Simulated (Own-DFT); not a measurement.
## Calculated data, Hf$_{16}$O$_{31}$ (monoclinic hafnia with two neutral oxygen vacancies, atoms displaced)

A calculation, not a measurement: plane-wave PBE and HSE06 DFT by an unreviewed code, no spin, of a simulated cell at Gamma alone, so results move with cell size and shape, stress positive in tension, energies less offsets, not probed for a lower state with spin; hafnium file: forces about 75 meV/angstrom off all-electron values; oxygen file: force components 24 meV/angstrom off all-electron in a glass; k mesh not checked against a denser one; forces and stress are PBE's, HSE06 gives the energy alone, and its difference from PBE has offsets of its own; offsets are fitted by least squares, one for each functional and potential file, so energies compare only between cells with the same atoms and settings and are not formation energies; the far tail of each file's local potential was reset to the Coulomb form; each entry is a single point on an unrelaxed cell, so the pressure reflects the starting lattice, mostly measured values, from which strain is counted, and rises with the displacements; printed positions are rounded, which can move forces by about a meV/angstrom; the program is a retired in-house code; no spin-orbit coupling. Program: Own-DFT development build.

Settings shared by all entries: first functional PBE; second functional HSE06; exact exchange share 0.25; screening 0.11 1/bohr; exchange divergence Gygi-Baldereschi; potential files PseudoDojo norm-conserving, scalar-relativistic, made for PBE, standard set; wave cutoff 48 hartree; occupations fixed; k mesh 1 x 1 x 1 centred on Gamma.

(1) 
```cif
# cell vector a (Å): 10.2340 0.0000 0.0000
# cell vector b (Å): 0.0000 10.3500 0.0000
# cell vector c (Å): -1.6955 0.0000 10.4453
data_Hf16O31
_symmetry_space_group_name_H-M 'P 1'
_symmetry_Int_Tables_number 1
_cell_length_a 10.2340
_cell_length_b 10.3500
_cell_length_c 10.5820
_cell_angle_alpha 90.000
_cell_angle_beta 99.220
_cell_angle_gamma 90.000
_cell_volume 1106.39
loop_
_atom_site_label
_atom_site_type_symbol
_atom_site_fract_x
_atom_site_fract_y
_atom_site_fract_z
_atom_site_occupancy
Hf1 Hf 0.13401 0.02030 0.09901 1
Hf2 Hf 0.36411 0.27261 0.15585 1
Hf3 Hf 0.36490 0.48203 0.39543 1
Hf4 Hf 0.13646 0.23685 0.34799 1
O1 O 0.03048 0.15843 0.17200 1
O2 O 0.46105 0.41476 0.06769 1
O3 O 0.46752 0.33758 0.32992 1
O4 O 0.03966 0.09106 0.42266 1
O5 O 0.22143 0.37439 0.24369 1
O6 O 0.27665 0.13078 0.00941 1
O7 O 0.27639 0.11080 0.25879 1
O8 O 0.22042 0.37609 0.48950 1
Hf5 Hf 0.13066 0.01951 0.60085 1
Hf6 Hf 0.35941 0.26912 0.64754 1
Hf7 Hf 0.36560 0.47522 0.89230 1
Hf8 Hf 0.14468 0.23303 0.85513 1
O9 O 0.03875 0.16209 0.67268 1
O10 O 0.46521 0.41375 0.58218 1
O11 O 0.46303 0.33285 0.83179 1
O12 O 0.03809 0.08982 0.91765 1
O13 O 0.22498 0.37947 0.73929 1
O14 O 0.27942 0.13632 0.51370 1
O15 O 0.27547 0.11442 0.76050 1
O16 O 0.21792 0.36831 0.98251 1
Hf9 Hf 0.14641 0.52403 0.10135 1
Hf10 Hf 0.36527 0.77584 0.14962 1
Hf11 Hf 0.35859 0.97448 0.39756 1
Hf12 Hf 0.13291 0.73394 0.34842 1
O17 O 0.03646 0.66166 0.16922 1
O18 O 0.45860 0.91743 0.06973 1
O19 O 0.46688 0.83137 0.32079 1
O20 O 0.03987 0.57919 0.42681 1
O21 O 0.22235 0.87766 0.23315 1
O22 O 0.28223 0.62575 0.01346 1
O23 O 0.27890 0.63148 0.25938 1
O24 O 0.23101 0.87540 0.48416 1
Hf13 Hf 0.13025 0.52594 0.60245 1
Hf14 Hf 0.36800 0.76907 0.64385 1
Hf15 Hf 0.35145 0.98277 0.89648 1
Hf16 Hf 0.13864 0.73085 0.85915 1
O25 O 0.03035 0.66746 0.67440 1
O26 O 0.46461 0.91808 0.57809 1
O27 O 0.47332 0.84038 0.83581 1
O28 O 0.03872 0.58533 0.91861 1
O29 O 0.22017 0.87087 0.73345 1
O30 O 0.27344 0.63239 0.50709 1
O31 O 0.28064 0.62652 0.76461 1
O32 O 0.21486 0.86784 0.99264 1
Hf17 Hf 0.64180 0.01642 0.10631 1
Hf18 Hf 0.85905 0.26798 0.14138 1
Hf19 Hf 0.86440 0.47851 0.39865 1
Hf20 Hf 0.63223 0.23217 0.35754 1
O33 O 0.53230 0.16882 0.17875 1
O34 O 0.96609 0.33343 0.32617 1
O35 O 0.54167 0.07909 0.42399 1
O36 O 0.72190 0.38341 0.23613 1
O37 O 0.76725 0.13354 0.01019 1
O38 O 0.77331 0.12015 0.26119 1
O39 O 0.73080 0.37973 0.47854 1
Hf21 Hf 0.63604 0.02306 0.59902 1
Hf22 Hf 0.85459 0.27041 0.65301 1
Hf23 Hf 0.85584 0.48955 0.89689 1
Hf24 Hf 0.63386 0.23111 0.85873 1
O40 O 0.52798 0.16908 0.66486 1
O41 O 0.95657 0.41754 0.56625 1
O42 O 0.95563 0.32236 0.83186 1
O43 O 0.53323 0.08916 0.92748 1
O44 O 0.71880 0.38031 0.74248 1
O45 O 0.77050 0.12641 0.50498 1
O46 O 0.78276 0.12739 0.76027 1
Hf25 Hf 0.63220 0.52115 0.09791 1
Hf26 Hf 0.87354 0.76537 0.15312 1
Hf27 Hf 0.86463 0.97850 0.39796 1
Hf28 Hf 0.64529 0.72786 0.35345 1
O47 O 0.53235 0.67038 0.17427 1
O48 O 0.96530 0.91179 0.06585 1
O49 O 0.96354 0.83211 0.32402 1
O50 O 0.53160 0.58407 0.41288 1
O51 O 0.72611 0.87627 0.24182 1
O52 O 0.77572 0.62440 0.00831 1
O53 O 0.78319 0.62162 0.25722 1
O54 O 0.72468 0.87360 0.48972 1
Hf29 Hf 0.63826 0.51633 0.60151 1
Hf30 Hf 0.85706 0.77228 0.65181 1
Hf31 Hf 0.87021 0.98298 0.90745 1
Hf32 Hf 0.63670 0.73319 0.85718 1
O55 O 0.53555 0.67491 0.67275 1
O56 O 0.96291 0.91622 0.58065 1
O57 O 0.95618 0.83253 0.81991 1
O58 O 0.53517 0.58492 0.92084 1
O59 O 0.72532 0.88129 0.73554 1
O60 O 0.77175 0.62737 0.50705 1
O61 O 0.76600 0.61504 0.76073 1
O62 O 0.71961 0.86945 0.99035 1
_calc_PBE_energy_of_cell_above_offsets '-88.784'  # eV
_calc_HSE06_less_PBE_above_offsets '0.566'  # eV
_calc_PBE_pressure 5.05  # GPa
_calc_PBE_stress_xx -5.43  # GPa
_calc_PBE_stress_yy -4.32  # GPa
_calc_PBE_stress_zz -5.41  # GPa
_calc_PBE_stress_yz 0.37  # GPa
_calc_PBE_stress_xz -0.35  # GPa
_calc_PBE_stress_xy -0.07  # GPa
```

Force:
```csv
element,x (eV/Å),y (eV/Å),z (eV/Å)
Hf,1.698,0.578,0.873
Hf,0.275,-1.194,-1.816
Hf,-1.536,0.8,1.002
Hf,0.174,-1.025,1.79
O,-0.405,0.704,-0.41
O,0.083,-0.41,1.454
O,-0.702,0.146,-0.154
O,-1.19,-1.466,-0.086
O,0.737,1.345,-1.199
O,-0.193,-0.038,0.469
O,-0.2,1.285,-0.151
O,0.389,-0.099,-0.181
Hf,1.411,0.587,0.645
Hf,-0.601,0.102,-0.879
Hf,-1.493,1.588,-0.351
Hf,-1.198,-0.192,-1.211
O,-1.087,1.155,0.001
O,0.473,0.952,-0.803
O,0.695,-0.749,-0.453
O,-0.739,-1.331,0.903
O,-0.365,0.162,-0.047
O,-0.224,-0.825,-0.857
O,0,0.804,-0.099
O,0.416,1.258,1.644
Hf,-0.083,-0.852,-0.463
Hf,-0.116,-0.573,-1.101
Hf,1.373,1.095,-0.647
Hf,2.285,-1.31,1.577
O,0.049,0.13,0.305
O,0.791,0.552,0.967
O,-0.116,1.064,1.41
O,-0.095,1.448,-1.391
O,-0.817,0.038,0.749
O,-0.439,0.229,-0.16
O,-0.608,-1.58,0.404
O,-1.506,-0.83,-0.033
Hf,1.008,-0.593,0.655
Hf,-1.343,0.376,0.712
Hf,1.767,-1.063,-0.299
Hf,0.736,-0.194,-1.677
O,0.056,-0.243,0.013
O,0.2,0.038,-0.215
O,-1.126,0.143,-0.847
O,-1.002,-1.026,0.979
O,0.108,0.681,0.566
O,0.195,0.122,0.314
O,-0.368,-0.487,-0.231
O,0.358,0.584,-0.612
Hf,-1.736,0.349,-0.229
Hf,0.14,1.308,1.071
Hf,0.294,0.47,-2.48
Hf,1.84,-1.073,-0.669
O,0.253,-0.423,-0.305
O,-0.295,-0.041,-0.879
O,-1.363,0.121,-0.904
O,0.032,-0.716,-0.833
O,0.697,-0.178,0.195
O,0.113,-0.174,-0.163
O,-2.479,-1.404,1.676
Hf,0.077,-0.257,1.409
Hf,1.755,-0.49,-0.338
Hf,1.501,-2.504,0.098
Hf,0.574,-0.583,-0.874
O,1.269,-0.235,0.994
O,1.056,-0.595,2.604
O,0.386,1.305,0.106
O,-0.484,-0.312,-0.126
O,-0.101,0.038,-0.371
O,0.858,1.01,0.798
O,-1.185,-0.643,0.336
Hf,0.74,0.113,1.198
Hf,-2.857,-0.348,-1.983
Hf,-0.938,1.405,0.128
Hf,-0.656,0.215,-0.259
O,1.45,-1.227,-0.536
O,0.39,-0.442,1.908
O,0.433,0.422,0.502
O,0.257,-0.251,1.015
O,0.322,0.185,-0.165
O,-0.044,0.689,0.423
O,-0.414,0.559,0.128
O,0.136,-0.522,-0.37
Hf,-0.598,0.978,0.137
Hf,-0.147,-0.327,-1.269
Hf,-1.423,0.084,-3.879
Hf,-0.147,0.394,-0.69
O,0.976,-1.396,-0.589
O,0.027,-0.018,-0.921
O,0.845,0.517,1.941
O,-0.04,-0.235,-0.056
O,-0.65,0.21,0.744
O,0.131,0.446,0.41
O,0.466,1.052,-0.762
O,0.819,0.638,0.764
```

(2) 
```cif
# cell vector a (Å): 10.2340 0.0000 0.0000
# cell vector b (Å): 0.0000 10.3500 0.0000
# cell vector c (Å): -1.6955 0.0000 10.4453
data_Hf16O31
_symmetry_space_group_name_H-M 'P 1'
_symmetry_Int_Tables_number 1
_cell_length_a 10.2340
_cell_length_b 10.3500
_cell_length_c 10.5820
_cell_angle_alpha 90.000
_cell_angle_beta 99.220
_cell_angle_gamma 90.000
_cell_volume 1106.39
loop_
_atom_site_label
_atom_site_type_symbol
_atom_site_fract_x
_atom_site_fract_y
_atom_site_fract_z
_atom_site_occupancy
Hf1 Hf 0.14245 0.01733 0.10901 1
Hf2 Hf 0.35567 0.27487 0.14118 1
Hf3 Hf 0.35670 0.47800 0.39738 1
Hf4 Hf 0.13638 0.22491 0.34893 1
O1 O 0.03282 0.16554 0.17965 1
O2 O 0.03639 0.08922 0.41475 1
O3 O 0.22204 0.38231 0.24215 1
O4 O 0.26912 0.13096 0.01039 1
O5 O 0.27127 0.12148 0.25830 1
O6 O 0.23066 0.37306 0.49462 1
Hf5 Hf 0.13537 0.02969 0.60068 1
Hf6 Hf 0.36577 0.27107 0.64915 1
Hf7 Hf 0.36626 0.48266 0.89605 1
Hf8 Hf 0.13722 0.22318 0.85416 1
O7 O 0.04013 0.15613 0.67744 1
O8 O 0.46385 0.41814 0.57848 1
O9 O 0.45790 0.33282 0.82827 1
O10 O 0.03850 0.08541 0.93566 1
O11 O 0.22356 0.37640 0.74899 1
O12 O 0.26647 0.12832 0.50236 1
O13 O 0.27882 0.12176 0.75822 1
O14 O 0.22619 0.37037 0.99020 1
Hf9 Hf 0.13866 0.52011 0.11324 1
Hf10 Hf 0.36367 0.77572 0.14408 1
Hf11 Hf 0.35400 0.98479 0.39106 1
Hf12 Hf 0.14282 0.73718 0.35279 1
O15 O 0.03595 0.66970 0.18230 1
O16 O 0.46460 0.91855 0.07613 1
O17 O 0.46335 0.83983 0.32301 1
O18 O 0.02561 0.58040 0.41992 1
O19 O 0.23086 0.87412 0.24002 1
O20 O 0.28145 0.62893 0.00982 1
O21 O 0.27986 0.61700 0.26347 1
O22 O 0.21962 0.88398 0.48886 1
Hf13 Hf 0.14122 0.52058 0.61137 1
Hf14 Hf 0.36233 0.76894 0.64566 1
Hf15 Hf 0.35244 0.97837 0.89397 1
Hf16 Hf 0.13757 0.73212 0.85659 1
O23 O 0.04227 0.66491 0.66963 1
O24 O 0.46071 0.92550 0.58196 1
O25 O 0.46249 0.83561 0.82430 1
O26 O 0.03043 0.57521 0.93004 1
O27 O 0.22881 0.87576 0.74622 1
O28 O 0.28193 0.62923 0.51514 1
O29 O 0.27646 0.62568 0.75458 1
O30 O 0.21882 0.87327 0.99496 1
Hf17 Hf 0.63455 0.02044 0.10195 1
Hf18 Hf 0.86074 0.27556 0.14935 1
Hf19 Hf 0.85971 0.48452 0.39989 1
Hf20 Hf 0.63456 0.23267 0.35382 1
O31 O 0.53414 0.16149 0.17627 1
O32 O 0.95892 0.41349 0.07651 1
O33 O 0.96100 0.33447 0.32123 1
O34 O 0.54198 0.08571 0.42740 1
O35 O 0.72744 0.38355 0.24615 1
O36 O 0.77304 0.13336 0.01249 1
O37 O 0.76585 0.11646 0.25514 1
O38 O 0.73278 0.37439 0.49308 1
Hf21 Hf 0.63806 0.03230 0.60916 1
Hf22 Hf 0.86250 0.27005 0.64793 1
Hf23 Hf 0.86216 0.47991 0.89301 1
Hf24 Hf 0.64171 0.23442 0.85620 1
O39 O 0.54136 0.16044 0.67474 1
O40 O 0.95708 0.42221 0.58507 1
O41 O 0.96136 0.33938 0.82802 1
O42 O 0.54089 0.09332 0.92355 1
O43 O 0.72138 0.37500 0.73521 1
O44 O 0.77321 0.12670 0.50968 1
O45 O 0.77700 0.12058 0.75293 1
O46 O 0.72304 0.37122 0.99772 1
Hf25 Hf 0.63320 0.52610 0.10170 1
Hf26 Hf 0.85768 0.77610 0.14428 1
Hf27 Hf 0.86273 0.97643 0.39876 1
Hf28 Hf 0.64240 0.73051 0.35609 1
O47 O 0.53586 0.66288 0.17812 1
O48 O 0.96071 0.91336 0.07717 1
O49 O 0.95746 0.83664 0.32289 1
O50 O 0.53210 0.57922 0.42378 1
O51 O 0.73259 0.87803 0.24488 1
O52 O 0.77333 0.62544 0.00273 1
O53 O 0.77921 0.61502 0.26354 1
O54 O 0.72091 0.87144 0.49023 1
Hf29 Hf 0.64127 0.51656 0.61004 1
Hf30 Hf 0.86478 0.76966 0.64231 1
Hf31 Hf 0.85948 0.98225 0.89185 1
Hf32 Hf 0.63432 0.73136 0.85626 1
O55 O 0.53968 0.66267 0.68006 1
O56 O 0.97286 0.91213 0.57568 1
O57 O 0.96072 0.82931 0.82124 1
O58 O 0.53302 0.58647 0.91433 1
O59 O 0.72226 0.87369 0.73946 1
O60 O 0.75659 0.62078 0.50498 1
O61 O 0.77056 0.61609 0.77013 1
O62 O 0.72807 0.86919 0.99537 1
_calc_PBE_energy_of_cell_above_offsets '-87.887'  # eV
_calc_HSE06_less_PBE_above_offsets '0.564'  # eV
_calc_PBE_pressure 4.74  # GPa
_calc_PBE_stress_xx -4.61  # GPa
_calc_PBE_stress_yy -4.9  # GPa
_calc_PBE_stress_zz -4.71  # GPa
_calc_PBE_stress_yz -0.22  # GPa
_calc_PBE_stress_xz 0.06  # GPa
_calc_PBE_stress_xy -0.04  # GPa
```

Force:
```csv
element,x (eV/Å),y (eV/Å),z (eV/Å)
Hf,-2.066,1.036,-0.243
Hf,1.008,0.045,0.573
Hf,1.82,0.074,-0.096
Hf,-0.385,2.5,0.554
O,0.472,-0.957,-1.267
O,-1.818,-1.657,1.426
O,0.619,-0.855,-0.217
O,0.857,-0.699,-0.097
O,0.687,-0.257,-0.491
O,-1.029,-0.494,0.095
Hf,1.858,-2.344,-0.677
Hf,-0.244,0.263,-0.859
Hf,-1.251,-0.209,-0.044
Hf,-0.024,1.752,0.707
O,-2.31,2.121,0.624
O,0.256,-0.61,0.448
O,1.412,-0.42,0.186
O,-1.142,-0.458,-1.333
O,-0.184,0.345,-1.19
O,1.106,0.835,0.989
O,-0.049,-0.329,0.365
O,0.352,0.115,0.503
Hf,-0.911,0.455,-1.217
Hf,0.827,-1.544,0.732
Hf,2.422,-0.467,2.025
Hf,-1.56,-1.663,0.731
O,0.499,-0.418,-0.883
O,-0.636,-0.347,-0.598
O,0.487,-0.207,0.323
O,2.603,1.576,0.876
O,-1.1,0.567,0.025
O,-0.786,0.45,0.078
O,-0.621,1.074,-0.31
O,0.139,-1.489,-0.655
Hf,-0.091,-1.087,-1.487
Hf,1.302,1.057,-0.211
Hf,2.04,0.33,-0.13
Hf,-0.22,-1.372,-0.276
O,-1.508,1.147,0.699
O,-0.304,-0.589,-0.451
O,-0.074,0.518,1.01
O,1.972,2.032,-0.528
O,-1.096,0.618,-0.303
O,-1.009,0.344,-0.819
O,-0.221,-0.577,1.283
O,0.274,-0.214,-0.617
Hf,1.129,1.02,0.649
Hf,-0.625,-0.52,0.195
Hf,0.143,-1.504,-0.95
Hf,0.521,0.035,-0.58
O,-1.729,1.435,-0.267
O,1.463,0.823,0.324
O,0.733,0.186,1.414
O,-1.522,0.063,-0.652
O,-1.126,-0.367,-0.824
O,0.799,-0.745,-1.039
O,0.551,0.169,0.986
O,-1.505,-1.47,0.068
Hf,0.548,-4.016,-1.987
Hf,0.033,0.669,-1.072
Hf,-0.983,-0.065,1.557
Hf,-0.283,-0.044,0.933
O,-2.674,3.161,1.09
O,1.456,-0.049,0.526
O,1.423,-2.205,-0.61
O,-1.677,-1.386,-0.156
O,-0.013,-0.583,0.747
O,1.098,0.76,0.398
O,0.607,0.056,1.741
O,-0.621,0.179,-1.253
Hf,1.096,-1.43,0.702
Hf,0.351,-1.819,0.385
Hf,-0.951,1.256,-0.883
Hf,-1.39,-0.722,-0.061
O,-0.527,0.725,-0.661
O,1.409,0.957,-0.445
O,2.013,-0.52,0.833
O,-0.357,0.213,-0.346
O,-1.513,-0.111,-0.632
O,-0.557,0.854,1.631
O,-0.587,1.694,-0.771
O,0.97,-0.446,0.24
Hf,-1.266,0.605,-1.071
Hf,-0.943,-0.128,0.109
Hf,-0.065,-0.602,1.279
Hf,1.236,0.216,-0.605
O,-1.01,0.562,-0.839
O,-0.725,-0.199,-0.083
O,0.417,0.502,0.633
O,-0.66,-1.055,1.469
O,0.5,0.759,0.064
O,2.151,1.8,1.332
O,0.952,0.625,-1.802
O,-0.66,0.673,-0.97
```

(3) 
```cif
# cell vector a (Å): 10.2340 0.0000 0.0000
# cell vector b (Å): 0.0000 10.3500 0.0000
# cell vector c (Å): -1.6955 0.0000 10.4453
data_Hf16O31
_symmetry_space_group_name_H-M 'P 1'
_symmetry_Int_Tables_number 1
_cell_length_a 10.2340
_cell_length_b 10.3500
_cell_length_c 10.5820
_cell_angle_alpha 90.000
_cell_angle_beta 99.220
_cell_angle_gamma 90.000
_cell_volume 1106.39
loop_
_atom_site_label
_atom_site_type_symbol
_atom_site_fract_x
_atom_site_fract_y
_atom_site_fract_z
_atom_site_occupancy
Hf1 Hf 0.14607 0.02000 0.09729 1
Hf2 Hf 0.36869 0.26667 0.14851 1
Hf3 Hf 0.36287 0.47746 0.39555 1
Hf4 Hf 0.13435 0.23154 0.35709 1
O1 O 0.04005 0.16934 0.17485 1
O2 O 0.46123 0.41776 0.08199 1
O3 O 0.46416 0.32995 0.32169 1
O4 O 0.04277 0.07598 0.42945 1
O5 O 0.23413 0.38023 0.24042 1
O6 O 0.26885 0.13604 0.00893 1
O7 O 0.27487 0.12404 0.26536 1
O8 O 0.22915 0.36532 0.48464 1
Hf5 Hf 0.13689 0.02594 0.60756 1
Hf6 Hf 0.35625 0.26582 0.64862 1
Hf7 Hf 0.36245 0.48682 0.88992 1
Hf8 Hf 0.13605 0.23172 0.84639 1
O9 O 0.03832 0.16924 0.68844 1
O10 O 0.46781 0.41729 0.57962 1
O11 O 0.46052 0.33724 0.83059 1
O12 O 0.03773 0.08061 0.92146 1
O13 O 0.22149 0.37596 0.74575 1
O14 O 0.28609 0.13351 0.50724 1
O15 O 0.27113 0.11581 0.76140 1
O16 O 0.22943 0.37392 0.98502 1
Hf9 Hf 0.13151 0.52344 0.10453 1
Hf10 Hf 0.35693 0.76878 0.15223 1
Hf11 Hf 0.35569 0.98238 0.40592 1
Hf12 Hf 0.13789 0.73270 0.35350 1
O17 O 0.03326 0.67134 0.17730 1
O18 O 0.45409 0.90665 0.07419 1
O19 O 0.46012 0.83620 0.32798 1
O20 O 0.04238 0.58509 0.43285 1
O21 O 0.22779 0.87772 0.24557 1
O22 O 0.26940 0.63142 0.00942 1
O23 O 0.26719 0.62413 0.26463 1
O24 O 0.22347 0.87718 0.48444 1
Hf13 Hf 0.14005 0.51660 0.61079 1
Hf14 Hf 0.36475 0.76757 0.64183 1
Hf15 Hf 0.36094 0.97887 0.89811 1
Hf16 Hf 0.13885 0.72785 0.85971 1
O25 O 0.03108 0.66208 0.66917 1
O26 O 0.46565 0.90754 0.57860 1
O27 O 0.46255 0.83008 0.82745 1
O28 O 0.03487 0.58166 0.92581 1
O29 O 0.21867 0.88439 0.73664 1
O30 O 0.27247 0.63426 0.51692 1
O31 O 0.27339 0.62550 0.75452 1
O32 O 0.23324 0.87536 0.98912 1
Hf17 Hf 0.64355 0.01565 0.10274 1
Hf18 Hf 0.86093 0.26754 0.14497 1
Hf19 Hf 0.85790 0.48027 0.38428 1
Hf20 Hf 0.63756 0.22358 0.35726 1
O33 O 0.53616 0.16475 0.16612 1
O34 O 0.97014 0.41426 0.08111 1
O35 O 0.95909 0.32642 0.32375 1
O36 O 0.53106 0.08343 0.42385 1
O37 O 0.72449 0.38061 0.23644 1
O38 O 0.77584 0.12310 0.26663 1
O39 O 0.73524 0.37318 0.48858 1
Hf21 Hf 0.63086 0.02139 0.60484 1
Hf22 Hf 0.85455 0.27780 0.64221 1
Hf23 Hf 0.85781 0.47733 0.89471 1
Hf24 Hf 0.63310 0.23387 0.85200 1
O40 O 0.53291 0.16646 0.66539 1
O41 O 0.96068 0.41670 0.57079 1
O42 O 0.95732 0.33114 0.82335 1
O43 O 0.52621 0.08062 0.91427 1
O44 O 0.73591 0.37394 0.73764 1
O45 O 0.77348 0.13350 0.50975 1
O46 O 0.78315 0.12782 0.76328 1
Hf25 Hf 0.63420 0.51743 0.10534 1
Hf26 Hf 0.85879 0.76115 0.14552 1
Hf27 Hf 0.85447 0.96915 0.40395 1
Hf28 Hf 0.62933 0.72703 0.35171 1
O47 O 0.53947 0.67337 0.17327 1
O48 O 0.95742 0.91895 0.07910 1
O49 O 0.96603 0.83570 0.32574 1
O50 O 0.53917 0.57684 0.42399 1
O51 O 0.72172 0.88557 0.24416 1
O52 O 0.77328 0.62470 0.00727 1
O53 O 0.77765 0.62658 0.26014 1
O54 O 0.72271 0.86467 0.48989 1
Hf29 Hf 0.63508 0.51825 0.61059 1
Hf30 Hf 0.86256 0.77577 0.64881 1
Hf31 Hf 0.86636 0.97137 0.89248 1
Hf32 Hf 0.63414 0.72862 0.85482 1
O55 O 0.53890 0.67534 0.67087 1
O56 O 0.96791 0.91580 0.57540 1
O57 O 0.94883 0.82999 0.81880 1
O58 O 0.53721 0.58433 0.92179 1
O59 O 0.72322 0.87689 0.74803 1
O60 O 0.77636 0.63280 0.50624 1
O61 O 0.77529 0.61452 0.75782 1
O62 O 0.72381 0.87863 0.99245 1
_calc_PBE_energy_of_cell_above_offsets '-87.991'  # eV
_calc_HSE06_less_PBE_above_offsets '0.599'  # eV
_calc_PBE_pressure 5.31  # GPa
_calc_PBE_stress_xx -5.59  # GPa
_calc_PBE_stress_yy -4.96  # GPa
_calc_PBE_stress_zz -5.37  # GPa
_calc_PBE_stress_yz -0.46  # GPa
_calc_PBE_stress_xz -0.62  # GPa
_calc_PBE_stress_xy -0.14  # GPa
```

Force:
```csv
element,x (eV/Å),y (eV/Å),z (eV/Å)
Hf,-1.923,0.805,1.585
Hf,-1.697,0.397,-0.995
Hf,-0.176,-0.229,-0.469
Hf,0.154,-1.364,-1.408
O,-0.478,-0.402,-0.76
O,1.295,1.173,-0.648
O,0.809,0.48,1.596
O,-0.473,1.105,-0.566
O,-1.019,0.539,-0.17
O,0.856,-0.825,0.008
O,0.269,-0.548,-0.48
O,-0.221,1.031,1.537
Hf,-0.228,-0.634,-0.335
Hf,0.835,0.539,-0.5
Hf,-1.294,-1.087,1.766
Hf,-0.417,0.501,3.717
O,-0.969,-1.011,-3.595
O,-0.989,-0.711,0.403
O,0.844,-0.501,-0.49
O,-0.538,-0.566,0.098
O,0.682,0.661,-1.452
O,-0.925,-0.185,1.432
O,1.106,1.254,-0.617
O,-0.335,0.69,0.224
Hf,1.36,-1.38,0.352
Hf,0.607,0.565,-0.29
Hf,0.56,-0.204,-2.558
Hf,-0.892,0.135,1.542
O,0.092,-0.764,-0.964
O,2.035,1.329,0.438
O,0.655,-0.521,0.499
O,-0.742,-0.507,-1.446
O,-0.528,0.587,-1.224
O,0.583,0.193,0.026
O,1.073,-0.763,-0.173
O,-0.449,-0.544,1.241
Hf,-1.636,1.098,-1.842
Hf,-1.656,0.801,0.841
Hf,0.484,-0.373,-0.883
Hf,-0.235,0.342,-1.673
O,0.177,0.374,1.363
O,0.871,1.454,-0.266
O,-0.195,-0.016,0.101
O,-0.272,0.72,-0.496
O,0.192,-1.253,0.509
O,0.815,-1.042,-0.727
O,-0.062,-0.566,1.504
O,-2.652,-1.231,0.05
Hf,-1.24,0.911,0.177
Hf,0.736,-0.782,-0.092
Hf,1.229,0.501,2.68
Hf,0.181,0.492,-0.689
O,0.526,-0.438,0.514
O,-1.332,-0.158,-0.343
O,0.046,0.851,0.721
O,0.557,-0.117,0.368
O,-0.305,0.093,-0.656
O,0.263,-0.312,-0.768
O,-1.954,-0.033,-0.816
Hf,1.174,-0.387,0.258
Hf,2.346,-1.579,-0.098
Hf,0.865,-0.633,-0.003
Hf,0.593,-1.376,0.687
O,-0.462,0.693,0.693
O,1.28,0.004,0.456
O,0.876,0.812,1.063
O,1.688,0.909,0.362
O,-3.243,1.322,0.648
O,-0.333,-1.08,0.41
O,-1.247,-1.085,0.402
Hf,-0.335,0.14,-0.106
Hf,0.137,2.399,0.458
Hf,1.75,1.415,-1.697
Hf,0.707,0.627,1.072
O,-0.372,-0.821,-0.62
O,0.973,-0.152,-0.419
O,-0.726,0.008,0.112
O,-0.598,-0.015,-0.261
O,0.075,-1.028,-0.128
O,0.179,0.246,0.395
O,-0.288,-0.518,-0.381
O,-0.494,0.992,0.749
Hf,1.687,1.068,-1.523
Hf,-0.575,-2.252,-2.445
Hf,-0.942,2.724,1.295
Hf,0.682,1.162,-0.174
O,0.37,-1.181,-0.073
O,-0.569,-0.294,0.854
O,3.239,-1.126,2.023
O,-0.636,-0.723,0.146
O,-0.662,0.664,-1.335
O,-0.38,-0.625,0.267
O,-0.456,0.33,0.461
O,-0.36,-1.187,-0.456
```
